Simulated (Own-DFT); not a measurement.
# Computed records: Hf₃₆O₇₁ (tetragonal hafnia with one neutral oxygen vacancy, atoms displaced)

All values are calculated (Own-DFT development build). A calculation, not a measurement: plane-wave PBE and HSE06 DFT by an unreviewed code, no spin, of a simulated cell at Gamma alone, so results move with cell size and shape, stress positive in tension, energies less offsets, not probed for a lower state with spin; hafnium file: forces about 75 meV/angstrom off all-electron values; oxygen file: force components 24 meV/angstrom off all-electron in a glass; k mesh not checked against a denser one; forces and stress are PBE's, HSE06 gives the energy alone, and its difference from PBE has offsets of its own; offsets are fitted by least squares, one for each functional and potential file, so energies compare only between cells with the same atoms and settings and are not formation energies; the far tail of each file's local potential was reset to the Coulomb form; each entry is a single point on an unrelaxed cell, so the pressure reflects the starting lattice, taken from the Materials Project, from which strain is counted, and rises with the displacements; printed positions are rounded, which can move forces by about a meV/angstrom; the program is a retired in-house code; no spin-orbit coupling.

Common to all runs: first functional PBE; second functional HSE06; exact exchange share 0.25; screening 0.11 1/bohr; exchange divergence Gygi-Baldereschi; potential files PseudoDojo norm-conserving, scalar-relativistic, made for PBE, standard set; wave cutoff 48 hartree; occupations fixed; k mesh 1 x 1 x 1 centred on Gamma.

(1) Hf₃₆O₇₁ (tetragonal hafnia with one neutral oxygen vacancy, atoms displaced)

```cif
# cell vector a (Å): 10.7800 0.0000 0.0000
# cell vector b (Å): 0.0000 10.7800 0.0000
# cell vector c (Å): 0.0000 0.0000 10.4493
data_Hf36O71
_symmetry_space_group_name_H-M 'P 1'
_symmetry_Int_Tables_number 1
_cell_length_a 10.7800
_cell_length_b 10.7800
_cell_length_c 10.4493
_cell_angle_alpha 90.000
_cell_angle_beta 90.000
_cell_angle_gamma 90.000
_cell_volume 1214.30
loop_
_atom_site_label
_atom_site_type_symbol
_atom_site_fract_x
_atom_site_fract_y
_atom_site_fract_z
_atom_site_occupancy
Hf1 Hf 0.00237 0.00783 0.01025 1
Hf2 Hf 0.17160 0.16436 0.24999 1
O1 O 0.99129 0.16677 0.15417 1
O2 O 0.16150 0.99994 0.34687 1
O3 O 0.00498 0.16869 0.40337 1
O4 O 0.16381 0.99639 0.08810 1
Hf3 Hf 0.99892 0.00164 0.50158 1
Hf4 Hf 0.16442 0.16005 0.74309 1
O5 O 0.00376 0.16257 0.64793 1
O6 O 0.16428 0.00387 0.84145 1
O7 O 0.00877 0.16651 0.90346 1
O8 O 0.16648 0.00917 0.59846 1
Hf5 Hf 0.00708 0.33387 0.00188 1
Hf6 Hf 0.16518 0.49524 0.25019 1
O9 O 0.99474 0.49497 0.15673 1
O10 O 0.17545 0.33978 0.35242 1
O11 O 0.00180 0.49534 0.40656 1
O12 O 0.15904 0.33496 0.10604 1
Hf7 Hf 0.99707 0.33739 0.50548 1
Hf8 Hf 0.17197 0.50434 0.74812 1
O13 O 0.00135 0.49806 0.64598 1
O14 O 0.16373 0.34144 0.85052 1
O15 O 0.00249 0.50019 0.90172 1
O16 O 0.16090 0.33543 0.60060 1
Hf9 Hf 0.99870 0.65829 0.00047 1
Hf10 Hf 0.17037 0.83368 0.24223 1
O17 O 0.00474 0.83019 0.14869 1
O18 O 0.16623 0.66426 0.35209 1
O19 O 0.99819 0.83374 0.39602 1
O20 O 0.16491 0.67273 0.09191 1
Hf11 Hf 0.99757 0.67296 0.50513 1
Hf12 Hf 0.16714 0.83532 0.74517 1
O21 O 0.00240 0.83711 0.64260 1
O22 O 0.16681 0.66592 0.84298 1
O23 O 0.99699 0.82588 0.89983 1
O24 O 0.16765 0.66096 0.60130 1
Hf13 Hf 0.33290 0.00004 0.99736 1
Hf14 Hf 0.49946 0.16846 0.24862 1
O25 O 0.32964 0.16200 0.14938 1
O26 O 0.50002 0.00260 0.34189 1
O27 O 0.33712 0.16825 0.40795 1
O28 O 0.49883 0.99646 0.10105 1
Hf15 Hf 0.32353 0.00961 0.49589 1
Hf16 Hf 0.50865 0.16644 0.75225 1
O29 O 0.32794 0.16633 0.65575 1
O30 O 0.50225 0.00319 0.85146 1
O31 O 0.32519 0.17246 0.90590 1
O32 O 0.49936 0.00167 0.59960 1
Hf17 Hf 0.32792 0.34017 0.00093 1
Hf18 Hf 0.50113 0.49507 0.25463 1
O33 O 0.32720 0.50629 0.15746 1
O34 O 0.49114 0.33579 0.35748 1
O35 O 0.33619 0.50406 0.40398 1
O36 O 0.49483 0.33863 0.09767 1
Hf19 Hf 0.32969 0.32771 0.49895 1
Hf20 Hf 0.49530 0.50123 0.75594 1
O37 O 0.33476 0.49952 0.64587 1
O38 O 0.49822 0.33747 0.84318 1
O39 O 0.33343 0.50378 0.89945 1
O40 O 0.50943 0.33429 0.60232 1
Hf21 Hf 0.34023 0.66353 0.00368 1
Hf22 Hf 0.49724 0.83618 0.25067 1
O41 O 0.32724 0.83209 0.15271 1
O42 O 0.50307 0.66788 0.34984 1
O43 O 0.33311 0.83003 0.40231 1
O44 O 0.50187 0.65922 0.09082 1
Hf23 Hf 0.33099 0.66837 0.50640 1
Hf24 Hf 0.48923 0.83044 0.75865 1
O45 O 0.33710 0.82609 0.65113 1
O46 O 0.50276 0.66609 0.85214 1
O47 O 0.33545 0.83214 0.90392 1
O48 O 0.49548 0.66986 0.59737 1
Hf25 Hf 0.66526 0.99728 0.99896 1
Hf26 Hf 0.83788 0.17661 0.25693 1
O49 O 0.66949 0.16842 0.15362 1
O50 O 0.82436 0.99853 0.34099 1
O51 O 0.66644 0.16199 0.40574 1
O52 O 0.82896 0.99773 0.09976 1
Hf27 Hf 0.67160 0.00071 0.50054 1
Hf28 Hf 0.83481 0.17379 0.74917 1
O53 O 0.66694 0.16003 0.65153 1
O54 O 0.83020 0.99845 0.85686 1
O55 O 0.66995 0.16942 0.90421 1
O56 O 0.82917 0.99888 0.59546 1
Hf29 Hf 0.65953 0.32779 0.99360 1
Hf30 Hf 0.83181 0.50148 0.24949 1
O57 O 0.66126 0.49708 0.15168 1
O58 O 0.83353 0.33735 0.34289 1
O59 O 0.66203 0.49599 0.41067 1
O60 O 0.84196 0.32778 0.09318 1
Hf31 Hf 0.66934 0.32955 0.49887 1
Hf32 Hf 0.83035 0.49441 0.75131 1
O61 O 0.66614 0.50226 0.65442 1
O62 O 0.83725 0.33616 0.84953 1
O63 O 0.67885 0.49208 0.90405 1
O64 O 0.83449 0.33107 0.59283 1
Hf33 Hf 0.66363 0.67196 0.99684 1
Hf34 Hf 0.82898 0.83236 0.26048 1
O65 O 0.66649 0.82934 0.14951 1
O66 O 0.83590 0.66859 0.33663 1
O67 O 0.67114 0.83917 0.39638 1
O68 O 0.83434 0.66840 0.10128 1
Hf35 Hf 0.67037 0.67222 0.49921 1
Hf36 Hf 0.83885 0.82284 0.74862 1
O69 O 0.66966 0.83477 0.65676 1
O70 O 0.83285 0.67280 0.84457 1
O71 O 0.83408 0.66439 0.59748 1
```

```
PBE energy of cell above offsets : -97.082 eV
HSE06 less PBE above offsets     : 0.091 eV
PBE pressure                     : 2.12 GPa
PBE stress xx                    : -1.51 GPa
PBE stress yy                    : -2.41 GPa
PBE stress zz                    : -2.44 GPa
PBE stress yz                    : 0.79 GPa
PBE stress xz                    : 0.42 GPa
PBE stress xy                    : 0.14 GPa
```

Force:
```csv
element,x (eV/Å),y (eV/Å),z (eV/Å)
Hf,-3.539,-1.994,-1.606
Hf,-1.868,1.068,0.308
O,2.897,-0.759,-0.108
O,0.873,0.468,-0.063
O,-0.445,0.047,-0.164
O,1.938,0.568,1.591
Hf,-0.791,-0.282,-0.858
Hf,0.09,2.304,1.718
O,-1.901,0.014,0.328
O,0.573,-1.828,0.379
O,-0.447,0.402,-0.206
O,-0.176,-0.877,-0.316
Hf,-1.573,0.106,-1.118
Hf,-0.612,1.92,1.378
O,0.919,0.474,-0.448
O,0.255,-2.241,-0.269
O,-0.521,1.149,-0.435
O,2.1,-0.365,0.219
Hf,1.651,0.403,-0.687
Hf,-1.184,-0.669,-0.422
O,-0.766,0.178,1.251
O,0.581,-0.729,0.038
O,-0.502,-0.222,-0.11
O,0.995,-0.438,-0.324
Hf,-0.104,2.303,0.401
Hf,-2.488,-1.932,1.338
O,-0.649,0.678,0.723
O,-0.317,0.457,-0.867
O,-0.347,0.446,1.095
O,0.722,-0.761,0.166
Hf,1.804,-1.254,-1.587
Hf,-0.515,-1.027,1.352
O,0.379,-0.209,0.135
O,0.366,0.827,-0.041
O,0.581,0.978,-0.29
O,-0.945,0.741,-0.023
Hf,0.477,0.692,-0.082
Hf,1.144,-0.239,-0.103
O,0.502,0.183,0.684
O,-0.441,0.055,0.318
O,-0.586,-0.502,-1.834
O,-0.485,0.266,-0.548
Hf,2.442,-2.568,0.941
Hf,-1.255,-0.075,-1.221
O,1.701,0.259,-0.637
O,-0.145,-0.294,0.113
O,0.543,-0.394,0.314
O,-0.753,0.18,-0.54
Hf,-0.629,-0.782,-0.517
Hf,-0.45,1.258,0.527
O,1.032,-0.398,-1.1
O,0.528,-1.358,-1.1
O,0.02,-0.707,0.209
O,-0.35,-0.552,0.025
Hf,0.483,3.227,1.333
Hf,0.765,0.005,-2.425
O,0.342,-0.299,1.13
O,0.122,-0.951,1.354
O,0.401,-0.38,0.18
O,-1.114,-0.632,-0.31
Hf,-1.981,0.582,0.087
Hf,0.352,-0.36,0.198
O,2.321,0.137,-0.901
O,0.536,0.161,-0.858
O,-0.035,1.605,0.038
O,-0.189,0.376,1.013
Hf,0.234,-0.723,-1.714
Hf,2.182,0.831,-1.274
O,-1.893,0.753,0.395
O,0.373,-0.139,0.03
O,0.083,0.244,-0.403
O,1.716,-0.054,0.517
Hf,1.539,-0.968,0.495
Hf,-1.295,-1.908,-1.504
O,-1.215,0.562,0.349
O,0.84,1.658,1.436
O,-0.102,1.493,-0.576
O,0.394,-0.048,-0.329
Hf,-1.44,-0.487,0.444
Hf,0.289,-1.939,0.781
O,0.99,0.579,0.558
O,-0.339,0.3,-1.542
O,-0.611,-0.695,-1.227
O,1.769,0.356,0.115
Hf,1.576,1.481,2.312
Hf,-0.48,0.225,-1.224
O,0.897,-0.269,0.738
O,-0.317,0.094,1.324
O,0.462,0.869,-0.744
O,-1.854,0.227,0.044
Hf,-1.421,0.475,0.41
Hf,0.245,1.263,-0.15
O,0.191,0.181,0.554
O,0.091,-1.356,-0.872
O,-0.595,1.375,-0.171
O,-0.852,-0.332,1.408
Hf,1.532,0.034,0.639
Hf,1.21,1.28,-3.494
O,-0.889,-0.165,-0.305
O,-0.454,-1.609,2.689
O,-0.342,-1.223,0.719
O,-0.686,-0.616,-1.088
Hf,-2.132,-0.574,0.437
Hf,-0.339,3.1,0.5
O,-0.744,-0.613,0.341
O,-0.917,-2.568,0.763
O,-0.029,0.469,-0.147
```

(2) Hf₃₆O₇₁ (tetragonal hafnia with one neutral oxygen vacancy, atoms displaced)

```cif
# cell vector a (Å): 10.7800 0.0000 0.0000
# cell vector b (Å): 0.0000 10.7800 0.0000
# cell vector c (Å): 0.0000 0.0000 10.4493
data_Hf36O71
_symmetry_space_group_name_H-M 'P 1'
_symmetry_Int_Tables_number 1
_cell_length_a 10.7800
_cell_length_b 10.7800
_cell_length_c 10.4493
_cell_angle_alpha 90.000
_cell_angle_beta 90.000
_cell_angle_gamma 90.000
_cell_volume 1214.30
loop_
_atom_site_label
_atom_site_type_symbol
_atom_site_fract_x
_atom_site_fract_y
_atom_site_fract_z
_atom_site_occupancy
Hf1 Hf 0.99607 0.00264 0.99842 1
Hf2 Hf 0.16206 0.16684 0.24800 1
O1 O 0.00050 0.16571 0.15330 1
O2 O 0.17293 0.00108 0.34922 1
O3 O 0.99180 0.16518 0.40032 1
O4 O 0.16569 0.00705 0.09419 1
Hf3 Hf 0.99836 0.99980 0.50482 1
Hf4 Hf 0.16181 0.16719 0.74976 1
O5 O 0.00126 0.16787 0.65142 1
O6 O 0.16692 0.00717 0.84496 1
O7 O 0.99801 0.17199 0.90313 1
O8 O 0.16881 0.00301 0.59449 1
Hf5 Hf 0.00019 0.33671 0.00814 1
Hf6 Hf 0.16592 0.50140 0.25212 1
O9 O 0.00248 0.49858 0.15234 1
O10 O 0.16762 0.33678 0.34711 1
O11 O 0.00188 0.50081 0.40105 1
O12 O 0.16442 0.33666 0.09629 1
Hf7 Hf 0.99397 0.32765 0.50314 1
Hf8 Hf 0.16314 0.50176 0.74667 1
O13 O 0.99671 0.50017 0.65009 1
O14 O 0.16830 0.32506 0.84550 1
O15 O 0.99797 0.50212 0.89899 1
O16 O 0.16962 0.33583 0.59969 1
Hf9 Hf 0.00183 0.66444 0.99713 1
Hf10 Hf 0.16712 0.83197 0.25161 1
O17 O 0.00004 0.83454 0.14521 1
O18 O 0.16768 0.66052 0.34646 1
O19 O 0.00195 0.83509 0.40459 1
O20 O 0.16462 0.66823 0.09958 1
Hf11 Hf 0.99431 0.66334 0.49992 1
Hf12 Hf 0.16694 0.83265 0.75487 1
O21 O 0.99436 0.83167 0.65209 1
O22 O 0.17094 0.66901 0.85006 1
O23 O 0.00268 0.83281 0.90367 1
O24 O 0.16511 0.67020 0.60044 1
Hf13 Hf 0.33259 0.99833 0.00075 1
Hf14 Hf 0.50410 0.16693 0.25009 1
O25 O 0.32997 0.16476 0.14753 1
O26 O 0.32980 0.16475 0.40388 1
O27 O 0.50405 0.99512 0.10087 1
Hf15 Hf 0.33064 0.00186 0.50025 1
Hf16 Hf 0.50563 0.16981 0.75476 1
O28 O 0.32928 0.16840 0.65073 1
O29 O 0.49501 0.99902 0.84877 1
O30 O 0.33323 0.17292 0.90264 1
O31 O 0.49674 0.99753 0.59848 1
Hf17 Hf 0.33377 0.33383 0.00095 1
Hf18 Hf 0.50031 0.50142 0.24730 1
O32 O 0.33425 0.50099 0.15087 1
O33 O 0.50158 0.33128 0.34596 1
O34 O 0.33063 0.50111 0.40368 1
O35 O 0.49764 0.32973 0.09520 1
Hf19 Hf 0.33053 0.33339 0.49834 1
Hf20 Hf 0.49712 0.49952 0.75223 1
O36 O 0.33693 0.49816 0.65118 1
O37 O 0.49874 0.32978 0.85079 1
O38 O 0.33447 0.50348 0.90556 1
O39 O 0.50153 0.33559 0.59944 1
Hf21 Hf 0.33182 0.67221 0.00107 1
Hf22 Hf 0.50325 0.83623 0.24954 1
O40 O 0.33100 0.83432 0.15561 1
O41 O 0.50670 0.66975 0.34888 1
O42 O 0.33095 0.83796 0.40229 1
O43 O 0.49712 0.66818 0.09855 1
Hf23 Hf 0.33555 0.66308 0.50313 1
Hf24 Hf 0.50164 0.83448 0.74659 1
O44 O 0.33045 0.83508 0.65326 1
O45 O 0.50356 0.66770 0.84988 1
O46 O 0.33041 0.83137 0.89622 1
O47 O 0.49873 0.66564 0.59829 1
Hf25 Hf 0.66674 0.00106 0.00412 1
Hf26 Hf 0.83117 0.16840 0.25124 1
O48 O 0.66947 0.16713 0.14995 1
O49 O 0.83324 0.99908 0.35189 1
O50 O 0.66874 0.16085 0.40521 1
O51 O 0.84156 0.00109 0.09298 1
Hf27 Hf 0.66929 0.00265 0.50233 1
Hf28 Hf 0.83314 0.16301 0.75325 1
O52 O 0.66501 0.16788 0.65199 1
O53 O 0.83644 0.99933 0.84649 1
O54 O 0.66284 0.16387 0.90454 1
O55 O 0.83140 0.00011 0.59333 1
Hf29 Hf 0.66868 0.33147 0.99733 1
Hf30 Hf 0.83199 0.49936 0.25600 1
O56 O 0.66494 0.49666 0.15698 1
O57 O 0.83252 0.33241 0.34494 1
O58 O 0.66449 0.49882 0.40309 1
O59 O 0.83223 0.33759 0.10202 1
Hf31 Hf 0.66849 0.33160 0.49698 1
Hf32 Hf 0.83282 0.50019 0.74771 1
O60 O 0.66835 0.49939 0.64723 1
O61 O 0.83047 0.33212 0.85133 1
O62 O 0.66329 0.49987 0.90344 1
O63 O 0.83258 0.33141 0.59841 1
Hf33 Hf 0.66626 0.66672 0.99903 1
Hf34 Hf 0.83254 0.83340 0.25302 1
O64 O 0.66447 0.83712 0.15333 1
O65 O 0.83355 0.66762 0.34593 1
O66 O 0.66495 0.83458 0.40359 1
O67 O 0.83288 0.66087 0.08869 1
Hf35 Hf 0.66978 0.66566 0.50192 1
Hf36 Hf 0.83203 0.83560 0.75430 1
O68 O 0.66495 0.83573 0.65201 1
O69 O 0.83691 0.66636 0.84932 1
O70 O 0.66493 0.83303 0.89719 1
O71 O 0.83747 0.66861 0.60208 1
```

```
PBE energy of cell above offsets : -100.457 eV
HSE06 less PBE above offsets     : -0.131 eV
PBE pressure                     : 0.81 GPa
PBE stress xx                    : -0.52 GPa
PBE stress yy                    : -0.57 GPa
PBE stress zz                    : -1.35 GPa
PBE stress yz                    : -0.33 GPa
PBE stress xz                    : 0.09 GPa
PBE stress xy                    : 0.01 GPa
```

Force:
```csv
element,x (eV/Å),y (eV/Å),z (eV/Å)
Hf,2.174,-0.306,-0.409
Hf,1.57,-0.387,0.311
O,-0.993,0.465,-0.1
O,-0.933,0.126,-0.753
O,0.366,0.304,0.386
O,-0.222,-0.475,0.079
Hf,0.938,-0.499,-0.673
Hf,2.006,0.085,-0.252
O,-1.35,0.021,-0.368
O,-0.036,-1.443,0.404
O,-0.563,-0.44,0.03
O,-1.499,-0.285,0.444
Hf,0.013,0.053,-1.014
Hf,0.591,-0.43,-0.699
O,-0.921,0.091,0.132
O,-0.18,-1.015,0.147
O,-0.828,-0.742,0.351
O,0.38,-0.23,0.272
Hf,1.69,0.547,-0.439
Hf,0.749,-0.73,0.529
O,0.237,-0.151,-0.049
O,-0.347,2.587,0.266
O,0.497,-0.923,-0.087
O,-1.434,0.372,-0.555
Hf,-0.176,0.666,0.481
Hf,-0.37,0.126,0.278
O,-0.388,-0.122,1.371
O,-0.089,1.641,0.432
O,-0.152,-0.556,-0.317
O,0.379,-0.005,-0.183
Hf,1.607,0.898,0.114
Hf,-0.065,0.581,-0.877
O,0.663,0.609,0.422
O,-0.498,-0.887,-0.178
O,-0.077,0.328,-0.449
O,-0.158,-0.642,-0.202
Hf,-0.095,1.267,-0.474
Hf,-1.468,-0.532,-0.188
O,0.776,0.057,0.982
O,0.77,0.731,-0.613
O,-0.653,0.393,-0.022
Hf,0.23,-0.042,0.219
Hf,-2.396,-0.75,-0.867
O,0.959,0.131,0.499
O,0.346,0.199,0.165
O,0.396,-1.486,0.302
O,0.908,0.148,-0.636
Hf,-0.471,-0.108,-0.264
Hf,-0.634,0.227,0.371
O,-0.159,-0.067,0.554
O,0.19,0.14,0.036
O,0.536,-0.104,-0.146
O,1.001,0.084,0.269
Hf,0.455,-0.7,0.543
Hf,0.432,-0.005,0.096
O,-0.981,0.429,0.317
O,0.457,1.15,-0.172
O,0.012,-0.264,-0.586
O,0.195,-0.17,-0.454
Hf,-0.097,-0.887,0.053
Hf,-0.86,0.377,0.994
O,0.406,0.163,-0.67
O,-0.337,-0.575,-0.163
O,0.562,-1.201,0.024
O,0.748,0.021,-0.02
Hf,-0.601,1.105,-0.41
Hf,-0.902,0.126,0.2
O,0.301,-0.356,0.115
O,-0.134,-0.041,-0.459
O,-0.059,0.711,0.888
O,0.744,0.066,0.108
Hf,-0.185,-0.958,-0.27
Hf,0.904,-0.922,-0.109
O,-0.196,-0.205,0.187
O,-0.058,-0.114,-0.944
O,-0.293,1.344,-0.962
O,-2.496,0.076,0.995
Hf,-1.64,-1.369,-0.106
Hf,0.286,1.071,-0.262
O,0.888,-0.18,0.271
O,-0.134,0.41,0.256
O,0.358,-0.101,-0.455
O,0.605,0.354,1.385
Hf,-0.434,0.792,0.519
Hf,0.311,0.052,-1.599
O,0.353,0.214,-0.332
O,-0.161,0.12,0.964
O,0.687,0.144,-0.046
O,0.017,-0.297,-0.114
Hf,-1.402,0.354,0.799
Hf,-0.32,0.115,0.829
O,0.001,0.265,0.644
O,-0.404,0.018,-0.551
O,0.236,-0.151,-0.065
O,-0.12,-0.038,0.008
Hf,-0.564,-0.057,-0.325
Hf,0.652,0.734,-0.597
O,1.478,-0.255,-0.307
O,-0.094,-0.014,0.541
O,0.1,-0.004,-0.02
O,-0.111,0.186,1.115
Hf,-1.119,0.228,0.006
Hf,0.098,-1.238,-0.555
O,0.863,-0.33,-0.116
O,-0.457,0.067,-0.665
O,0.43,0.554,0.877
O,-1.242,-0.332,-0.433
```
